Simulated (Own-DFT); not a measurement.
AlN (wurtzite, strained, atoms displaced) (calculated)

A calculation, not a measurement: plane-wave PBE density functional theory by an unreviewed code, no spin, of a simulated periodic cell, stress positive in tension, free energy of the whole cell less one offset for each atom, forces on such cells passed a denser k mesh, this cell's mesh not checked; offsets are fitted by least squares, one for each functional and potential file, so energies compare only between cells with the same atoms and settings and are not formation energies; the far tail of each file's local potential was reset to the Coulomb form; each entry is a single point on an unrelaxed cell, so the pressure reflects the starting lattice, mostly measured values (interpolated for alloys), from which strain is counted, and rises with the displacements; printed positions are rounded, which can move forces by about a meV/angstrom; the program, named Own-DFT, is a retired in-house code; no spin-orbit coupling. Program: Own-DFT development build.

Common to all runs: functional PBE; potential files PseudoDojo norm-conserving, scalar-relativistic, standard set; wave cutoff 42 hartree; occupations Fermi-Dirac; smearing width 0.1 eV; k mesh 2 x 2 x 2 centred on Gamma.

(1) AlN (wurtzite, strained, atoms displaced)

```
AlN
1.0
     12.3358    -0.0702    -0.0354
     -6.2287    10.8082     0.2137
     -0.0284     0.1811     9.9231
Al N Al N Al N Al N Al N Al N Al N Al N Al N Al N Al N Al N Al N Al N Al N Al N Al N Al N Al N Al N Al N Al N Al N Al N Al N Al N Al N Al N Al N Al N Al N Al N
2 2 2 2 2 2 2 2 2 2 2 2 2 2 2 2 2 2 2 2 2 2 2 2 2 2 2 2 2 2 2 2 2 2 2 2 2 2 2 2 2 2 2 2 2 2 2 2 2 2 2 2 2 2 2 2 2 2 2 2 2 2 2 2
Direct
  0.08735 0.17460 0.99055
  0.17314 0.09014 0.25651
  0.08646 0.16811 0.20048
  0.16707 0.07699 0.44100
  0.08651 0.16696 0.50166
  0.16938 0.08739 0.73924
  0.09198 0.17650 0.68389
  0.17951 0.08828 0.93816
  0.08442 0.42074 0.00223
  0.16867 0.33769 0.24912
  0.07787 0.41409 0.19133
  0.16608 0.33718 0.43568
  0.08355 0.42395 0.50727
  0.16051 0.33209 0.75225
  0.08505 0.41399 0.68755
  0.16808 0.33238 0.94507
  0.08227 0.66477 0.98578
  0.17144 0.58364 0.24992
  0.08325 0.66994 0.18969
  0.16723 0.58401 0.43289
  0.09269 0.66871 0.49838
  0.16336 0.58440 0.75241
  0.08851 0.67726 0.69260
  0.16765 0.58092 0.94043
  0.08316 0.92234 0.99507
  0.16390 0.83326 0.24157
  0.08628 0.92534 0.19647
  0.17196 0.84421 0.43667
  0.08038 0.90593 0.50011
  0.16040 0.83006 0.75278
  0.07999 0.91564 0.68828
  0.16461 0.82971 0.94225
  0.34974 0.17101 0.98596
  0.41758 0.08835 0.25052
  0.32663 0.16218 0.19165
  0.41412 0.08441 0.44413
  0.32492 0.15768 0.49303
  0.40692 0.08278 0.74357
  0.33359 0.17133 0.69023
  0.41779 0.08084 0.94531
  0.33525 0.41101 0.00317
  0.41639 0.33465 0.24847
  0.33040 0.41815 0.19275
  0.42043 0.33483 0.44065
  0.33580 0.42068 0.50203
  0.41940 0.33320 0.74507
  0.32999 0.41945 0.68628
  0.41657 0.33202 0.94086
  0.33378 0.67476 0.00123
  0.41737 0.57803 0.24298
  0.33535 0.66530 0.19133
  0.41692 0.58369 0.43845
  0.32517 0.66009 0.50133
  0.41984 0.58225 0.75030
  0.34173 0.67059 0.68790
  0.41929 0.58547 0.94476
  0.34045 0.92279 0.00018
  0.41586 0.83106 0.25517
  0.34310 0.92922 0.19780
  0.41574 0.83374 0.44163
  0.32547 0.91339 0.50801
  0.41211 0.82939 0.75557
  0.32344 0.91375 0.68063
  0.41988 0.83213 0.94406
  0.57990 0.16324 0.99347
  0.66897 0.08303 0.25668
  0.58100 0.16686 0.18137
  0.66246 0.08430 0.43741
  0.59277 0.16474 0.50049
  0.67150 0.08565 0.75557
  0.58400 0.16150 0.68262
  0.66012 0.07643 0.94082
  0.58059 0.41775 0.98774
  0.66378 0.32975 0.25585
  0.58596 0.41683 0.18307
  0.65759 0.32701 0.44187
  0.59119 0.41779 0.49801
  0.66955 0.33850 0.74231
  0.57260 0.40779 0.68960
  0.67907 0.34383 0.94098
  0.57911 0.66559 0.00655
  0.65914 0.57688 0.26265
  0.57852 0.66466 0.18578
  0.66658 0.58616 0.44298
  0.59305 0.67271 0.49552
  0.66597 0.58056 0.74541
  0.58720 0.66977 0.68167
  0.66411 0.58658 0.93205
  0.58620 0.91384 0.00171
  0.66600 0.82494 0.24601
  0.58513 0.91055 0.18146
  0.66642 0.83221 0.44801
  0.58484 0.91295 0.50202
  0.66580 0.83294 0.74663
  0.58062 0.91248 0.69652
  0.66823 0.83385 0.94887
  0.83765 0.16112 0.00284
  0.92220 0.08386 0.24909
  0.83298 0.16527 0.20294
  0.91925 0.08263 0.44536
  0.83742 0.16932 0.49928
  0.92654 0.08600 0.75203
  0.84435 0.16746 0.69823
  0.91530 0.08286 0.94569
  0.83797 0.41488 0.00351
  0.91331 0.32795 0.25098
  0.83873 0.42165 0.20147
  0.92046 0.33495 0.44575
  0.83024 0.41849 0.49486
  0.92200 0.33744 0.74816
  0.82640 0.41033 0.69375
  0.91395 0.32973 0.94240
  0.82869 0.65532 0.00042
  0.92605 0.59108 0.24852
  0.83074 0.65772 0.19138
  0.91463 0.58530 0.43734
  0.84483 0.67176 0.49797
  0.91585 0.57480 0.74881
  0.84369 0.67021 0.68644
  0.91487 0.58445 0.94116
  0.83975 0.91363 0.00152
  0.91058 0.83235 0.24418
  0.83360 0.91601 0.19161
  0.91560 0.83874 0.44126
  0.83203 0.91501 0.50301
  0.90890 0.82459 0.74346
  0.82722 0.91537 0.69076
  0.91984 0.83356 0.93783
```

```
free energy of cell above offsets : -52.047 eV
pressure                          : 8.4 GPa
stress xx                         : -10.16 GPa
stress yy                         : -7.3 GPa
stress zz                         : -7.73 GPa
stress yz                         : 4.28 GPa
stress xz                         : 0 GPa
stress xy                         : -1.48 GPa
```

Force:
| element | x (eV/Å) | y (eV/Å) | z (eV/Å) |
| --- | --- | --- | --- |
| Al | 1.417 | -3.047 | 2.476 |
| Al | -1.463 | -1.733 | -0.763 |
| N | -0.073 | 0.952 | -1.877 |
| N | -1.953 | 0.112 | 1.08 |
| Al | -0.089 | 0.396 | -2.002 |
| Al | -0.277 | -1.133 | 1.406 |
| N | -0.326 | -1.225 | 1.628 |
| N | -1.777 | 0.186 | -1.041 |
| Al | 0.289 | -1.646 | 0.448 |
| Al | -0.952 | -1.243 | 0.49 |
| N | 0.772 | 1.067 | -0.334 |
| N | 0.082 | 0.139 | 1.406 |
| Al | 1.323 | -1.774 | -2.478 |
| Al | 2.294 | 0.726 | 0.016 |
| N | -1.338 | 2.272 | 1.478 |
| N | -0.814 | 2.131 | -1.142 |
| Al | -0.044 | 0.162 | 2.293 |
| Al | -1.306 | -0.495 | -1.369 |
| N | 2.176 | 0.101 | -1.031 |
| N | -0.718 | -0.024 | 1.679 |
| Al | -1.813 | 1.001 | -0.522 |
| Al | 1.899 | 0.168 | -0.652 |
| N | 0.331 | -3.527 | -0.859 |
| N | -0.649 | 0.915 | -0.437 |
| Al | 1.22 | -0.15 | 1.117 |
| Al | 0.688 | 1.591 | 0.522 |
| N | -0.569 | -1.238 | -1.381 |
| N | -0.02 | -3.443 | -0.561 |
| Al | -1.202 | 2.005 | -0.233 |
| Al | -0.16 | 2.231 | 0.338 |
| N | -0.025 | 0.337 | 0.391 |
| N | 0.464 | 1.503 | -0.138 |
| Al | -3.115 | -1.097 | 2.78 |
| Al | -0.012 | -0.051 | 0.931 |
| N | 2.137 | 2.55 | -1.362 |
| N | 1.4 | -0.251 | -0.114 |
| Al | 1.861 | 2.42 | 0.747 |
| Al | 2.368 | -0.698 | -0.301 |
| N | 0.263 | -0.154 | -0.699 |
| N | 0.198 | 0.602 | -2.932 |
| Al | -0.88 | 1.304 | -0.256 |
| Al | 0.388 | -0.899 | 0.278 |
| N | 1.407 | -0.552 | -1.149 |
| N | -0.574 | -0.062 | -0.014 |
| Al | 0.121 | -0.851 | -1.273 |
| Al | -3.538 | -0.583 | 0.479 |
| N | 0.748 | -0.421 | 1.725 |
| N | 0.081 | 0.758 | -1.298 |
| Al | 1.286 | -2.251 | 0.484 |
| Al | -1.42 | 0.785 | 1.674 |
| N | -0.398 | 0.438 | -0.283 |
| N | 0.254 | 0.708 | -0.352 |
| Al | 2.544 | 1.612 | -0.534 |
| Al | -0.063 | 0.263 | -0.024 |
| N | -1.912 | -1.123 | 0.898 |
| N | -1.143 | -0.948 | -0.561 |
| Al | -0.433 | -2.248 | 1.421 |
| Al | 0.214 | 0.83 | -0.719 |
| N | -0.328 | -2.676 | -1.625 |
| N | -0.195 | -0.468 | 0.715 |
| Al | 2.141 | 1.39 | -3.797 |
| Al | 0.172 | 0.965 | -1.156 |
| N | 0.909 | 0.347 | 4.649 |
| N | -1.395 | 1.339 | -0.695 |
| Al | 1.96 | 1.532 | 0.577 |
| Al | -1.379 | -1.246 | -2.403 |
| N | 1.09 | 0.503 | 1.454 |
| N | 2.732 | -1 | 0.988 |
| Al | -3.749 | -0.457 | 0.067 |
| Al | 0.022 | -0.936 | -0.862 |
| N | -0.531 | 0.982 | 2.304 |
| N | 0.979 | 1.52 | 0.507 |
| Al | 1.906 | 0.574 | 1.469 |
| Al | 0.164 | 0.298 | -2.112 |
| N | -0.838 | 0.162 | 0.753 |
| N | 1.915 | 1.151 | 0.112 |
| Al | -2.661 | -0.534 | 0.301 |
| Al | -1.492 | -2.794 | 1.833 |
| N | 3.271 | 2.78 | -0.73 |
| N | -2.036 | -1.818 | -1.207 |
| Al | 1.214 | 0.627 | -2.186 |
| Al | 0.926 | 0.13 | -2.957 |
| N | 1.949 | -0.4 | 2.073 |
| N | 1.722 | -0.392 | 0.804 |
| Al | -2.222 | -1.841 | 0.786 |
| Al | -0.212 | 0.659 | -0.555 |
| N | 0.322 | -0.662 | 1.271 |
| N | 0.332 | -0.335 | 0.579 |
| Al | -0.116 | 0.052 | -0.843 |
| Al | -1.018 | 1.354 | 0.489 |
| N | -0.501 | 0.799 | 3.149 |
| N | 0.283 | 1.188 | -2.205 |
| Al | -1.461 | 0.208 | 0.47 |
| Al | -0.407 | -0.749 | 1.588 |
| N | -0.31 | 1.251 | -0.673 |
| N | 0.844 | -0.423 | -1.318 |
| Al | -2.662 | 0.574 | 0.557 |
| Al | -0.523 | -0.57 | 1.162 |
| N | 0.739 | -0.187 | -1.707 |
| N | -0.58 | 0.029 | -0.382 |
| Al | 0.383 | -0.923 | 0.639 |
| Al | -0.799 | -1.311 | -0.334 |
| N | -1.6 | 0.594 | -0.898 |
| N | 2.053 | -0.317 | -0.815 |
| Al | -0.536 | 0.444 | 1.083 |
| Al | -0.003 | 1.096 | 0.763 |
| N | -0.305 | -0.809 | -0.824 |
| N | -1.363 | 0.438 | -0.124 |
| Al | 0.851 | -0.709 | -0.141 |
| Al | -0.904 | -1.869 | 0.566 |
| N | 2.533 | 1.98 | -1.855 |
| N | 1.055 | 0.522 | -0.295 |
| Al | -1.184 | 1.733 | 0.273 |
| Al | -1.223 | -1.861 | 0.27 |
| N | -1.4 | 1.491 | 0.078 |
| N | 1.859 | -0.006 | 0.86 |
| Al | -1.858 | 0.174 | -0.175 |
| Al | -0.794 | 1.267 | 0.186 |
| N | -0.847 | -2.492 | 0.032 |
| N | 1.374 | -1.285 | -1.01 |
| Al | -1.404 | -0.183 | -0.324 |
| Al | 2.147 | -0.413 | 0.825 |
| N | -0.452 | 0.461 | -0.312 |
| N | 0.589 | -1.319 | -0.554 |
| Al | 0.029 | 0.902 | -0.184 |
| Al | 0.112 | 2.216 | 1.152 |
| N | 1.94 | 0.868 | 0.423 |
| N | -0.396 | -1.008 | -0.042 |

(2) AlN (wurtzite, strained, atoms displaced)

```
AlN
1.0
     12.4455     0.1839     0.2052
     -6.0635    10.6832     0.0817
      0.1643     0.1703     9.9333
Al N Al N Al N Al N Al N Al N Al N Al N Al N Al N Al N Al N Al N Al N Al N Al N Al N Al N Al N Al N Al N Al N Al N Al N Al N Al N Al N Al N Al N Al N Al N Al N
2 2 2 2 2 2 2 2 2 2 2 2 2 2 2 2 2 2 2 2 2 2 2 2 2 2 2 2 2 2 2 2 2 2 2 2 2 2 2 2 2 2 2 2 2 2 2 2 2 2 2 2 2 2 2 2 2 2 2 2 2 2 2 2
Direct
  0.08456 0.17050 0.99756
  0.15670 0.08273 0.24637
  0.08431 0.16868 0.19195
  0.16284 0.08537 0.43064
  0.07985 0.16606 0.50942
  0.16978 0.07971 0.74596
  0.08396 0.16345 0.68997
  0.17808 0.08712 0.94469
  0.08112 0.41783 0.00041
  0.16235 0.32993 0.24449
  0.07933 0.41565 0.19073
  0.17049 0.33486 0.43797
  0.08537 0.41617 0.50333
  0.16884 0.33022 0.74831
  0.09359 0.41958 0.67956
  0.16539 0.33486 0.92961
  0.08053 0.66269 0.99704
  0.16207 0.58365 0.24164
  0.08593 0.67623 0.18649
  0.15965 0.57834 0.43996
  0.08179 0.66061 0.50763
  0.16286 0.57722 0.75070
  0.07885 0.65949 0.69755
  0.16017 0.58187 0.94093
  0.08652 0.91981 0.99383
  0.16256 0.83589 0.25088
  0.07998 0.91902 0.18829
  0.16484 0.83441 0.44696
  0.08442 0.92039 0.51004
  0.16879 0.82947 0.74758
  0.08716 0.91771 0.68924
  0.16394 0.83449 0.93585
  0.33502 0.16683 0.00187
  0.41944 0.08559 0.25214
  0.33655 0.16802 0.19291
  0.41420 0.08226 0.43829
  0.33567 0.16840 0.49667
  0.41818 0.08704 0.75431
  0.33400 0.16355 0.69176
  0.41703 0.08631 0.93805
  0.32942 0.41345 0.99253
  0.42418 0.33858 0.24593
  0.33210 0.42340 0.19140
  0.41643 0.33369 0.44365
  0.33701 0.42136 0.50405
  0.41156 0.32951 0.74613
  0.33438 0.41941 0.68940
  0.41526 0.32713 0.95113
  0.33036 0.66376 0.00466
  0.42584 0.58354 0.25169
  0.33476 0.67164 0.18827
  0.41970 0.59008 0.44310
  0.33732 0.67036 0.49964
  0.41861 0.58810 0.74604
  0.33156 0.65499 0.70214
  0.41992 0.58564 0.94313
  0.33648 0.92020 0.00466
  0.41946 0.83601 0.24793
  0.33340 0.91678 0.18788
  0.41878 0.82770 0.43956
  0.33072 0.91578 0.49885
  0.41700 0.84138 0.74689
  0.33454 0.91427 0.69031
  0.41631 0.83376 0.93986
  0.58695 0.16399 0.99381
  0.66766 0.07840 0.25172
  0.58303 0.15856 0.19091
  0.66756 0.08303 0.44145
  0.58879 0.16306 0.49939
  0.67025 0.08801 0.74441
  0.58720 0.16371 0.69255
  0.67003 0.09167 0.94109
  0.58855 0.42075 0.99477
  0.67060 0.33697 0.25130
  0.58190 0.41804 0.19257
  0.66836 0.33490 0.44500
  0.57800 0.40751 0.49914
  0.66370 0.33021 0.74734
  0.57975 0.40927 0.70095
  0.66867 0.33367 0.94014
  0.58628 0.66678 0.99832
  0.67018 0.58478 0.25595
  0.58515 0.66723 0.19696
  0.66390 0.57868 0.44062
  0.57430 0.65892 0.51143
  0.66339 0.57923 0.74712
  0.57742 0.66897 0.69113
  0.66378 0.58243 0.93022
  0.59727 0.92192 0.00210
  0.66834 0.83201 0.24836
  0.58263 0.91071 0.19669
  0.67099 0.84199 0.43516
  0.58528 0.91981 0.50412
  0.66555 0.83793 0.73867
  0.58273 0.91546 0.68945
  0.66355 0.83099 0.94081
  0.82780 0.17088 0.00047
  0.91242 0.07825 0.24822
  0.82739 0.16772 0.18898
  0.91648 0.08914 0.44832
  0.83760 0.16589 0.50792
  0.91265 0.08135 0.74983
  0.82775 0.17364 0.69127
  0.91596 0.08326 0.93397
  0.82687 0.41945 0.00107
  0.92267 0.33291 0.25232
  0.83116 0.41059 0.19163
  0.92130 0.33872 0.44598
  0.82914 0.42042 0.49625
  0.91994 0.33736 0.75381
  0.83402 0.41783 0.69385
  0.92085 0.33347 0.94410
  0.83484 0.66111 0.00207
  0.91684 0.58205 0.24431
  0.83938 0.66537 0.18438
  0.92042 0.58089 0.43811
  0.83417 0.66491 0.49351
  0.91461 0.57966 0.75434
  0.83671 0.67310 0.69866
  0.91663 0.58197 0.94393
  0.83843 0.91358 0.00637
  0.91804 0.82816 0.25342
  0.84003 0.92576 0.18488
  0.91355 0.82662 0.43484
  0.83367 0.92021 0.49687
  0.91332 0.83258 0.75353
  0.82878 0.91380 0.69690
  0.91334 0.83263 0.93691
```

```
free energy of cell above offsets : -53.429 eV
pressure                          : 6.45 GPa
stress xx                         : -6.58 GPa
stress yy                         : -5.59 GPa
stress zz                         : -7.17 GPa
stress yz                         : 4.01 GPa
stress xz                         : 4.38 GPa
stress xy                         : 5.52 GPa
```

Force:
| element | x (eV/Å) | y (eV/Å) | z (eV/Å) |
| --- | --- | --- | --- |
| Al | -0.101 | -0.995 | -0.319 |
| Al | 2.857 | -0.062 | 0.094 |
| N | -2.069 | -0.002 | -1.426 |
| N | 0.541 | -0.339 | 2.32 |
| Al | 0.733 | 0.84 | -2.505 |
| Al | -0.445 | 0.38 | 1.215 |
| N | -0.3 | -0.018 | 1.31 |
| N | -2.088 | -0.188 | -1.156 |
| Al | 0.191 | -0.463 | -0.137 |
| Al | 0.989 | 1.39 | 1.507 |
| N | 0.982 | 0.596 | -0.81 |
| N | 0.049 | -0.374 | 0.476 |
| Al | -0.202 | -0.222 | -2.289 |
| Al | -0.522 | 0.346 | -1.292 |
| N | -1.355 | -1.121 | 3.249 |
| N | 0.354 | 0.128 | 2.025 |
| Al | -0.732 | 1.83 | 0.233 |
| Al | 1.071 | 0.573 | 1.404 |
| N | -0.332 | -1.491 | 0.043 |
| N | 1.488 | 1.351 | -0.557 |
| Al | -0.525 | 0.689 | -0.835 |
| Al | 1.052 | 0.382 | 0.056 |
| N | 0.074 | 0.835 | -0.443 |
| N | 1.645 | -0.299 | 0.114 |
| Al | -0.836 | -0.497 | 0.67 |
| Al | 0.948 | 0.5 | 0.28 |
| N | 0.213 | -0.218 | -0.278 |
| N | 0.386 | -0.557 | -0.349 |
| Al | -0.314 | -0.289 | -2.729 |
| Al | -0.416 | -0.073 | 0.301 |
| N | -0.816 | -0.476 | 1.494 |
| N | 1.25 | -0.454 | 0.356 |
| Al | 0.273 | -0.412 | 1.183 |
| Al | -0.304 | -0.648 | -0.938 |
| N | -0.896 | 0.11 | 0.208 |
| N | 1.406 | 0.284 | 0.993 |
| Al | -1.248 | -0.812 | -0.223 |
| Al | 0.782 | -1.137 | -0.808 |
| N | -0.466 | 0.68 | -1.032 |
| N | 1.349 | -0.209 | 0.59 |
| Al | 0.427 | 0.971 | 1.024 |
| Al | -2.54 | -1.504 | 0.229 |
| N | 0.722 | -1.149 | -0.488 |
| N | 0.534 | 0.513 | -0.449 |
| Al | -1.157 | -0.659 | -1.377 |
| Al | 0.352 | 0.109 | 1.414 |
| N | 0.653 | -0.339 | 0.675 |
| N | 0.059 | 2.048 | -1.931 |
| Al | 0.213 | 0.86 | -1.38 |
| Al | -2.753 | 0.085 | -0.237 |
| N | 0.159 | -0.971 | 1.192 |
| N | 0.904 | -1.287 | -0.276 |
| Al | -1.712 | -1.812 | 0.907 |
| Al | 0.982 | -1.973 | 2.527 |
| N | -3.292 | 3.189 | -2.314 |
| N | 0.147 | -0.695 | -0.498 |
| Al | -0.372 | -0.807 | -1.365 |
| Al | -0.586 | -0.942 | -0.031 |
| N | -0.552 | 0.477 | 1.554 |
| N | -0.685 | 2.413 | 0.348 |
| Al | 0.416 | -0.39 | -0.251 |
| Al | 1.807 | -2.583 | 1.735 |
| N | -1.563 | 1.441 | -0.831 |
| N | 0.641 | 0.617 | 0.079 |
| Al | -2.996 | 0.97 | 1.749 |
| Al | -0.723 | -0.076 | 0.079 |
| N | -0.351 | 1.542 | -0.105 |
| N | 1.444 | 0.053 | 0.092 |
| Al | -2.103 | 0.594 | 0.155 |
| Al | -0.049 | -1.794 | 1.508 |
| N | -2.104 | 0.732 | -0.725 |
| N | 2.015 | -2.144 | -1.303 |
| Al | -1.443 | -1.269 | 0.569 |
| Al | -0.586 | -1.784 | -0.214 |
| N | 2.036 | 1.186 | -0.625 |
| N | 0.218 | -0.914 | -0.636 |
| Al | -0.55 | 1.067 | 0.831 |
| Al | 1.447 | -0.089 | 0.64 |
| N | -0.917 | 0.999 | -1.812 |
| N | -0.023 | -0.104 | -0.102 |
| Al | -1.295 | -0.262 | 0.311 |
| Al | -0.197 | -0.34 | -1.117 |
| N | 1.571 | 0.311 | -1.2 |
| N | 0.356 | 0.297 | 1.398 |
| Al | 1.002 | 1.703 | -2.551 |
| Al | 0.143 | 0.8 | -0.641 |
| N | 2.05 | 0.076 | 0.396 |
| N | 1.361 | 0.414 | 1.842 |
| Al | -2.796 | -0.512 | 0.108 |
| Al | 0.244 | 0.203 | 0.333 |
| N | 0.268 | 1.435 | -1.199 |
| N | 0.795 | -1.269 | 1.358 |
| Al | -0.391 | -0.918 | -1.374 |
| Al | 0.615 | -1.554 | 2.261 |
| N | -0.896 | 1.539 | 0.077 |
| N | 1.981 | 0.499 | -0.569 |
| Al | 1.669 | -0.628 | -0.08 |
| Al | -0.226 | 2.45 | 0.548 |
| N | 1.795 | -0.093 | 0.562 |
| N | 1.908 | -1.387 | -1.363 |
| Al | -2.587 | 1.892 | -1.057 |
| Al | 0.034 | 0.309 | -0.135 |
| N | 2.584 | -0.219 | 0.501 |
| N | 0.142 | 0.294 | 1.63 |
| Al | 1.718 | -1.395 | 0.063 |
| Al | -1.825 | -0.874 | 0.72 |
| N | 0.21 | 1.415 | -0.061 |
| N | -0.317 | -1.087 | -0.491 |
| Al | 1.782 | -1.019 | 1.062 |
| Al | 0.448 | 0.024 | -0.713 |
| N | -0.609 | -0.022 | -0.456 |
| N | -1.113 | 0.939 | -0.579 |
| Al | -1.749 | 1.355 | -1.643 |
| Al | 1.384 | -0.484 | 0.687 |
| N | -1.88 | 0.173 | 1.402 |
| N | -0.895 | 1.085 | -0.311 |
| Al | -0.282 | -0.575 | 1.578 |
| Al | -0.611 | 0.472 | -0.355 |
| N | -0.209 | -1.857 | -1.719 |
| N | 0.412 | -0.17 | -0.301 |
| Al | -1.976 | 0.924 | -2.304 |
| Al | -0.432 | 0.894 | -1.649 |
| N | 0.065 | -2.639 | 1.813 |
| N | -0.077 | 1.698 | 1.573 |
| Al | 0.065 | -1.119 | 0.467 |
| Al | 0.563 | 0.479 | -0.481 |
| N | 0.544 | 1.108 | -1.82 |
| N | 1.868 | -0.504 | 1.132 |
